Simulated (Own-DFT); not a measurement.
Simulation results for InAs (zincblende, strongly disordered by large displacements)

A calculation, not a measurement: plane-wave PBE density functional theory by an unreviewed code, no spin, of a simulated periodic cell, stress positive in tension, free energy of the whole cell less one offset for each atom, forces on such cells passed a denser k mesh, this cell's mesh not checked; broken bonds can close the gap or carry spin, so checks made on this kind of crystal may not hold here; offsets are fitted by least squares, one for each functional and potential file, so energies compare only between cells with the same atoms and settings and are not formation energies; the far tail of each file's local potential was reset to the Coulomb form; each entry is a single point on an unrelaxed cell, so the pressure reflects the starting lattice, mostly measured values (interpolated for alloys), from which strain is counted, and rises with the displacements; printed positions are rounded, which can move forces by about a meV/angstrom; the program, named Own-DFT, is a retired in-house code; no spin-orbit coupling. Program: Own-DFT development build.

Common to all runs: functional PBE; potential files PseudoDojo norm-conserving, scalar-relativistic, standard set; wave cutoff 42 hartree; occupations Fermi-Dirac; smearing width 0.1 eV; hardware one NVIDIA H200; k mesh 3 x 3 x 3 centred on Gamma.

```json
{"entry": 1, "formula": "InAs", "kind": "zincblende, strongly disordered by large displacements", "structure": {"cell_angstrom": [[12.1166, 0.0, 0.0], [0.0, 12.1166, 0.0], [0.0, 0.0, 12.1166]], "atoms_fractional": [["In", 0.0214, 0.01244, 0.98771], ["In", 0.99591, 0.24211, 0.23387], ["In", 0.26265, 0.99621, 0.24027], ["In", 0.24839, 0.26057, 0.05289], ["As", 0.11582, 0.11733, 0.11072], ["As", 0.13179, 0.36996, 0.39339], ["As", 0.36701, 0.11874, 0.36901], ["As", 0.39392, 0.35396, 0.14306], ["In", 0.01089, 0.01396, 0.50823], ["In", 0.97914, 0.25085, 0.75546], ["In", 0.23504, 0.02256, 0.76028], ["In", 0.26129, 0.23657, 0.48659], ["As", 0.13036, 0.13194, 0.65915], ["As", 0.12887, 0.39804, 0.86545], ["As", 0.36431, 0.11811, 0.87775], ["As", 0.37415, 0.38167, 0.60592], ["In", 0.9795, 0.49714, 0.00867], ["In", 0.97574, 0.74287, 0.23597], ["In", 0.29577, 0.49832, 0.23501], ["In", 0.23655, 0.74304, 0.01191], ["As", 0.11987, 0.63284, 0.10296], ["As", 0.11267, 0.85524, 0.34684], ["As", 0.36068, 0.65294, 0.37506], ["As", 0.40641, 0.90348, 0.12201], ["In", 0.00154, 0.48873, 0.4933], ["In", 0.98909, 0.76962, 0.7331], ["In", 0.22603, 0.53385, 0.73018], ["In", 0.27873, 0.72086, 0.51136], ["As", 0.14206, 0.62666, 0.61314], ["As", 0.09941, 0.88573, 0.87359], ["As", 0.38362, 0.60236, 0.87933], ["As", 0.36106, 0.90379, 0.61684], ["In", 0.50883, 0.99858, 0.98124], ["In", 0.5061, 0.21268, 0.27083], ["In", 0.76152, 0.96651, 0.24473], ["In", 0.74585, 0.23452, 0.99354], ["As", 0.63603, 0.1447, 0.12741], ["As", 0.62667, 0.3554, 0.3709], ["As", 0.86991, 0.12314, 0.36235], ["As", 0.88948, 0.36815, 0.13217], ["In", 0.50276, 0.99952, 0.50484], ["In", 0.51064, 0.24428, 0.73442], ["In", 0.74411, 0.00209, 0.74461], ["In", 0.74755, 0.26916, 0.51056], ["As", 0.64447, 0.10503, 0.62979], ["As", 0.62057, 0.43379, 0.8713], ["As", 0.86955, 0.10677, 0.87595], ["As", 0.86504, 0.40108, 0.65715], ["In", 0.49612, 0.51333, 0.02277], ["In", 0.53255, 0.73309, 0.24362], ["In", 0.74729, 0.4941, 0.26395], ["In", 0.73905, 0.76394, 0.99426], ["As", 0.64319, 0.62265, 0.12296], ["As", 0.63089, 0.88383, 0.35945], ["As", 0.88662, 0.6136, 0.38966], ["As", 0.86938, 0.86128, 0.09707], ["In", 0.5082, 0.49905, 0.51184], ["In", 0.52636, 0.73389, 0.75698], ["In", 0.77958, 0.51847, 0.76612], ["In", 0.76561, 0.75598, 0.50295], ["As", 0.59558, 0.62526, 0.61614], ["As", 0.62331, 0.89584, 0.86257], ["As", 0.87238, 0.63463, 0.8949], ["As", 0.89969, 0.88915, 0.6204]]}, "results": {"free_energy_of_cell_above_offsets [eV]": "-2.534", "pressure [GPa]": 8.59, "stress_xx [GPa]": -8.09, "stress_yy [GPa]": -8.06, "stress_zz [GPa]": -9.64, "stress_yz [GPa]": 0.17, "stress_xz [GPa]": 0.51, "stress_xy [GPa]": 0.65, "force_element": ["In", "In", "In", "In", "As", "As", "As", "As", "In", "In", "In", "In", "As", "As", "As", "As", "In", "In", "In", "In", "As", "As", "As", "As", "In", "In", "In", "In", "As", "As", "As", "As", "In", "In", "In", "In", "As", "As", "As", "As", "In", "In", "In", "In", "As", "As", "As", "As", "In", "In", "In", "In", "As", "As", "As", "As", "In", "In", "In", "In", "As", "As", "As", "As"], "force_x [eV/angstrom]": [-3.709, 1.6, -1.969, -1.163, 2.073, 0.268, 0.159, 2.849, 1.368, 1.011, 2.259, -1.274, -3.176, -0.705, 1.57, -0.902, 2.081, 0.659, -2.835, 3.84, -2.416, 1.223, 5.705, -0.957, 0.548, 2.154, 5.499, -2.854, -7.456, 3.22, -1.452, -0.468, -0.654, 1.125, 1.541, 0.92, -0.803, -1.05, 0.087, -3.188, 0.457, -0.861, 4.049, 1.27, -2.747, -0.076, -0.051, 2.701, 0.027, -2.415, 1.093, -1.967, 0.873, -1.628, -1.654, 2.26, -1.561, -2.545, -4.084, -0.997, 5.288, 0.649, 1.255, -4.065], "force_y [eV/angstrom]": [-0.422, -0.967, -1.141, -0.34, 1.372, -0.473, -2.022, 0.271, 0.892, 0.586, -4.672, 1.171, 3.627, -1.201, 2.316, -1.194, 0.044, -0.569, 1.875, 3.511, -3.401, 1.36, -4.197, -3.066, -0.68, -3.472, -6.202, 6.119, 4.625, -3.081, 2.009, -1.933, 2.909, 1.412, 2.589, 2.889, -3.054, 1.597, 0.042, 0.944, -0.056, 0.965, -2.491, -1.148, 3.941, -3.012, 0.977, -3.979, -1.301, 1.921, -0.38, -0.762, -1.068, -1.563, 1.227, 2.278, -2.359, 1.946, 2.735, 0.094, 1.866, -3.223, 2.103, 1.216], "force_z [eV/angstrom]": [0.015, 2.609, -0.209, -3.69, 3.512, -2.525, 0.962, -0.032, -2.176, 0.813, 2.115, 2.465, -4.981, 1.142, 1.185, 1.511, -1.223, -0.163, 1.713, -3.098, 3.644, 1.545, -7.645, 0.909, 2.046, 2.883, 7.09, 5.114, -4.942, -1.92, -0.947, 1.024, 0.914, -1.098, -1.634, -1.424, 0.635, 0.3, 1.157, -0.741, -0.877, 0.989, 1.603, 0.728, -3.775, -0.168, 0.029, -5.036, 0.36, 1.45, -0.329, -1.803, -0.376, 2.773, -1.441, 1.427, -3.934, 2.125, 1.641, -0.01, 0.174, -0.365, -0.562, -1.477], "wall_time [s]": 1136.0}}
{"entry": 2, "formula": "InAs", "kind": "zincblende, strongly disordered by large displacements", "structure": {"cell_angstrom": [[12.1166, 0.0, 0.0], [0.0, 12.1166, 0.0], [0.0, 0.0, 12.1166]], "atoms_fractional": [["In", 0.03247, 0.03227, 0.02745], ["In", 0.95858, 0.26332, 0.24215], ["In", 0.28484, 0.98861, 0.22477], ["In", 0.28844, 0.28981, 0.99803], ["As", 0.14214, 0.14151, 0.10302], ["As", 0.17915, 0.37021, 0.32905], ["As", 0.40841, 0.07853, 0.3175], ["As", 0.41108, 0.4272, 0.15081], ["In", 0.01399, 0.01784, 0.47591], ["In", 0.97989, 0.2063, 0.74802], ["In", 0.23725, 0.00484, 0.76957], ["In", 0.28174, 0.26851, 0.52449], ["As", 0.17374, 0.11696, 0.5906], ["As", 0.16025, 0.36051, 0.91068], ["As", 0.36694, 0.13127, 0.85484], ["As", 0.36765, 0.42004, 0.60751], ["In", 0.00937, 0.49846, 0.98907], ["In", 0.01356, 0.68712, 0.27877], ["In", 0.19524, 0.54169, 0.25409], ["In", 0.2477, 0.67469, 0.9504], ["As", 0.11346, 0.63621, 0.07665], ["As", 0.12296, 0.89358, 0.36421], ["As", 0.41715, 0.60389, 0.38154], ["As", 0.347, 0.94045, 0.07352], ["In", 0.03012, 0.49026, 0.51387], ["In", 0.96942, 0.7295, 0.75341], ["In", 0.24262, 0.52006, 0.77552], ["In", 0.2642, 0.71042, 0.50371], ["As", 0.12814, 0.61375, 0.58894], ["As", 0.10754, 0.82484, 0.82895], ["As", 0.39613, 0.609, 0.90612], ["As", 0.40009, 0.8435, 0.73387], ["In", 0.50257, 0.98661, 0.98202], ["In", 0.48297, 0.28312, 0.24464], ["In", 0.76057, 0.97105, 0.17801], ["In", 0.76209, 0.24051, 0.97489], ["As", 0.62654, 0.13508, 0.14048], ["As", 0.64086, 0.37927, 0.38974], ["As", 0.8255, 0.11691, 0.35987], ["As", 0.8601, 0.38512, 0.07219], ["In", 0.46732, 0.02906, 0.52415], ["In", 0.49346, 0.23605, 0.73079], ["In", 0.71882, 0.02842, 0.74094], ["In", 0.76708, 0.23167, 0.50851], ["As", 0.61208, 0.09777, 0.62756], ["As", 0.60096, 0.32619, 0.88244], ["As", 0.91923, 0.09776, 0.88414], ["As", 0.89839, 0.41454, 0.63786], ["In", 0.4777, 0.50328, 0.01209], ["In", 0.50498, 0.79207, 0.21987], ["In", 0.78922, 0.53658, 0.22423], ["In", 0.72942, 0.7747, 0.03972], ["As", 0.64751, 0.62525, 0.17318], ["As", 0.58991, 0.93156, 0.35601], ["As", 0.87597, 0.65081, 0.37262], ["As", 0.87621, 0.84593, 0.1836], ["In", 0.5522, 0.51213, 0.53584], ["In", 0.54708, 0.77269, 0.77083], ["In", 0.76079, 0.48748, 0.72105], ["In", 0.78639, 0.78897, 0.42793], ["As", 0.63513, 0.63665, 0.61757], ["As", 0.62579, 0.87943, 0.87791], ["As", 0.92372, 0.62643, 0.91769], ["As", 0.84815, 0.8746, 0.66604]]}, "results": {"free_energy_of_cell_above_offsets [eV]": "41.511", "pressure [GPa]": 15.97, "stress_xx [GPa]": -19.2, "stress_yy [GPa]": -15.23, "stress_zz [GPa]": -13.5, "stress_yz [GPa]": -0.46, "stress_xz [GPa]": -2.14, "stress_xy [GPa]": 1.01, "force_element": ["In", "In", "In", "In", "As", "As", "As", "As", "In", "In", "In", "In", "As", "As", "As", "As", "In", "In", "In", "In", "As", "As", "As", "As", "In", "In", "In", "In", "As", "As", "As", "As", "In", "In", "In", "In", "As", "As", "As", "As", "In", "In", "In", "In", "As", "As", "As", "As", "In", "In", "In", "In", "As", "As", "As", "As", "In", "In", "In", "In", "As", "As", "As", "As"], "force_x [eV/angstrom]": [-4.197, 0.82, -9.42, 7.794, 5.687, -1.771, 5.222, -6.229, -1.951, 2.658, -1.196, -0.54, -1.965, -8.588, 0.938, 1.484, 4.801, 9.358, 2.004, -7.508, -1.443, 1.72, -1.154, 0.066, -2.908, -2.74, -0.429, 3.465, 1.389, 4.914, 6.326, -11.69, 1.574, 2.35, -6.876, -0.522, 0.396, 0.297, 2.08, 0.605, -2.977, -0.666, 7.132, -1.1, -2.755, 0.067, -4.778, 4.185, 9.525, -0.983, 5.235, 0.63, -7.832, 0.665, -2.631, 7.325, -5.066, 5.212, -6.19, -5.681, 5.735, 7.297, -7.424, 0.25], "force_y [eV/angstrom]": [-7.341, -0.007, -0.219, -4.479, 5.774, -4.37, 4.302, -1.806, 1.038, 3.726, -2.0, -0.284, -1.193, 4.311, 0.612, 1.247, -10.37, 3.703, 2.917, 7.048, 1.897, -2.614, 1.218, -5.879, -5.2, -2.093, -1.513, 2.881, 4.144, 3.552, 2.708, 5.56, 3.79, -3.48, 8.388, -2.342, -0.191, -0.251, -1.398, 0.707, -2.41, 1.565, -4.351, 2.129, 5.863, 2.323, -1.899, -5.895, -2.47, -0.785, -5.81, -1.178, 4.076, 0.141, -10.05, -5.838, -7.453, -12.11, 3.191, 7.878, 7.814, 4.835, 7.6, 0.34], "force_z [eV/angstrom]": [-1.981, -0.082, 5.85, 5.443, 5.004, 2.262, 4.214, 5.638, 0.886, -4.272, -0.71, -2.308, 1.064, -6.529, 2.236, 1.991, 2.451, -5.341, -0.883, 0.906, 4.874, -1.362, -1.031, -7.111, -5.86, -3.551, -1.662, -2.278, 6.768, 3.077, -9.688, -4.44, -0.081, 2.914, 0.616, 0.106, -1.773, -0.317, -1.4, 2.851, -1.59, -1.01, 7.161, 1.565, -5.602, -0.286, 1.117, -1.933, -1.239, 0.415, 1.868, -0.84, -3.689, 0.63, 4.46, -0.521, -5.307, -4.592, 4.407, 3.919, 5.263, 5.873, -4.068, -2.489], "wall_time [s]": 1236.0}}
{"entry": 3, "formula": "InAs", "kind": "zincblende, strongly disordered by large displacements", "structure": {"cell_angstrom": [[12.1166, 0.0, 0.0], [0.0, 12.1166, 0.0], [0.0, 0.0, 12.1166]], "atoms_fractional": [["In", 0.00063, 0.01411, 0.9827], ["In", 0.99368, 0.24908, 0.2454], ["In", 0.2722, 0.97451, 0.26697], ["In", 0.2568, 0.24159, 0.00673], ["As", 0.1239, 0.09466, 0.12878], ["As", 0.13616, 0.37698, 0.37475], ["As", 0.3777, 0.1033, 0.39055], ["As", 0.35424, 0.38376, 0.15013], ["In", 0.00601, 0.97508, 0.50305], ["In", 0.02455, 0.29207, 0.76635], ["In", 0.24484, 0.00092, 0.75008], ["In", 0.22901, 0.25644, 0.49375], ["As", 0.12911, 0.11497, 0.62076], ["As", 0.1406, 0.38967, 0.87487], ["As", 0.36866, 0.12097, 0.8669], ["As", 0.34074, 0.35836, 0.60456], ["In", 0.00917, 0.5134, 0.99039], ["In", 0.98848, 0.74052, 0.2531], ["In", 0.24825, 0.50094, 0.25], ["In", 0.25288, 0.7499, 0.99866], ["As", 0.11938, 0.61081, 0.10572], ["As", 0.14422, 0.88282, 0.37], ["As", 0.35266, 0.64304, 0.37052], ["As", 0.35761, 0.86911, 0.10963], ["In", 0.00555, 0.5128, 0.51108], ["In", 0.02511, 0.74546, 0.74505], ["In", 0.23228, 0.49968, 0.75473], ["In", 0.24551, 0.7997, 0.49849], ["As", 0.13278, 0.62336, 0.61337], ["As", 0.10371, 0.88651, 0.8931], ["As", 0.37197, 0.65588, 0.88705], ["As", 0.37232, 0.86446, 0.6196], ["In", 0.52198, 0.99219, 0.00848], ["In", 0.50012, 0.26592, 0.26767], ["In", 0.76142, 0.99795, 0.27287], ["In", 0.76091, 0.2581, 0.99531], ["As", 0.61774, 0.13906, 0.14299], ["As", 0.62375, 0.38987, 0.38767], ["As", 0.85725, 0.11238, 0.38388], ["As", 0.86372, 0.36794, 0.14197], ["In", 0.51054, 0.99807, 0.48802], ["In", 0.49368, 0.23238, 0.72964], ["In", 0.7228, 0.04647, 0.75101], ["In", 0.73964, 0.21912, 0.48059], ["As", 0.60036, 0.13997, 0.60708], ["As", 0.59433, 0.38158, 0.88078], ["As", 0.85167, 0.10793, 0.87512], ["As", 0.86424, 0.362, 0.64085], ["In", 0.48923, 0.52498, 0.00567], ["In", 0.49298, 0.75704, 0.237], ["In", 0.78186, 0.4944, 0.25264], ["In", 0.76044, 0.7367, 0.00159], ["As", 0.62818, 0.617, 0.12484], ["As", 0.63808, 0.88048, 0.34985], ["As", 0.85328, 0.6348, 0.38865], ["As", 0.8641, 0.84192, 0.11614], ["In", 0.4787, 0.48923, 0.51933], ["In", 0.50644, 0.76714, 0.73181], ["In", 0.72778, 0.48385, 0.75737], ["In", 0.73373, 0.72503, 0.51182], ["As", 0.60368, 0.59428, 0.61033], ["As", 0.61047, 0.88382, 0.87818], ["As", 0.86684, 0.6283, 0.86507], ["As", 0.8918, 0.87057, 0.64063]]}, "results": {"free_energy_of_cell_above_offsets [eV]": "-6.235", "pressure [GPa]": 8.16, "stress_xx [GPa]": -8.6, "stress_yy [GPa]": -7.15, "stress_zz [GPa]": -8.74, "stress_yz [GPa]": -3.17, "stress_xz [GPa]": -1.08, "stress_xy [GPa]": -0.57, "force_element": ["In", "In", "In", "In", "As", "As", "As", "As", "In", "In", "In", "In", "As", "As", "As", "As", "In", "In", "In", "In", "As", "As", "As", "As", "In", "In", "In", "In", "As", "As", "As", "As", "In", "In", "In", "In", "As", "As", "As", "As", "In", "In", "In", "In", "As", "As", "As", "As", "In", "In", "In", "In", "As", "As", "As", "As", "In", "In", "In", "In", "As", "As", "As", "As"], "force_x [eV/angstrom]": [-2.759, 1.365, 1.872, -0.265, 0.336, -3.33, -1.472, 3.271, -0.371, -3.28, -0.086, -0.578, -1.308, 0.608, 1.18, 2.942, -3.542, 0.98, -2.128, -4.421, 2.2, -6.64, 1.003, 2.444, -2.239, -0.754, 3.443, 0.392, 1.852, 3.494, 1.957, 1.877, -2.437, -0.834, 0.104, -1.905, 1.046, 0.78, 6.438, 2.243, 0.733, -3.158, -1.656, -1.655, 2.273, 0.125, 2.764, 0.353, -0.898, 0.186, -3.337, -3.291, 0.673, -3.244, 3.138, 2.507, -3.097, 0.634, 0.783, -0.917, 2.464, 2.824, 0.764, -2.446], "force_y [eV/angstrom]": [1.245, -1.201, 2.423, 0.0, 1.652, 1.172, 3.103, -2.818, 1.316, -3.727, -1.063, -4.593, 1.097, -1.054, -0.018, 2.215, -2.029, -0.183, 3.174, 0.552, 2.737, -0.464, -0.132, 1.946, -2.014, 0.01, 2.759, -5.192, 1.726, -3.446, -2.617, 3.034, 2.438, -0.535, -0.252, -0.272, -0.719, -0.263, 0.3, -1.304, -2.633, 3.279, -2.816, 4.351, -2.032, -1.403, 2.638, 0.069, -1.249, -0.701, 2.407, -1.337, 0.378, -3.482, -1.53, 4.55, -1.35, -1.878, 0.652, 2.954, 3.11, -1.815, -1.082, -0.082], "force_z [eV/angstrom]": [2.468, 0.926, -2.697, 0.586, 0.75, -1.337, -1.318, -3.375, -0.172, -3.201, 0.313, -0.982, 0.102, 5.517, 0.97, 4.007, -1.991, -0.184, 1.516, 0.661, 3.751, -1.92, 0.724, 1.244, -1.192, 0.998, -2.618, 0.864, 0.573, -2.842, -3.857, 1.907, 2.163, 0.004, -5.665, 0.049, -0.824, -0.067, 0.163, -3.478, 0.508, 3.175, -1.806, 1.907, -1.321, 0.035, 1.701, -1.178, 0.239, 0.246, 2.03, -2.077, 1.058, 3.042, -1.287, 2.693, -3.274, 1.104, -0.167, 1.258, 3.392, -2.416, -1.175, -0.222], "wall_time [s]": 1198.0}}
```
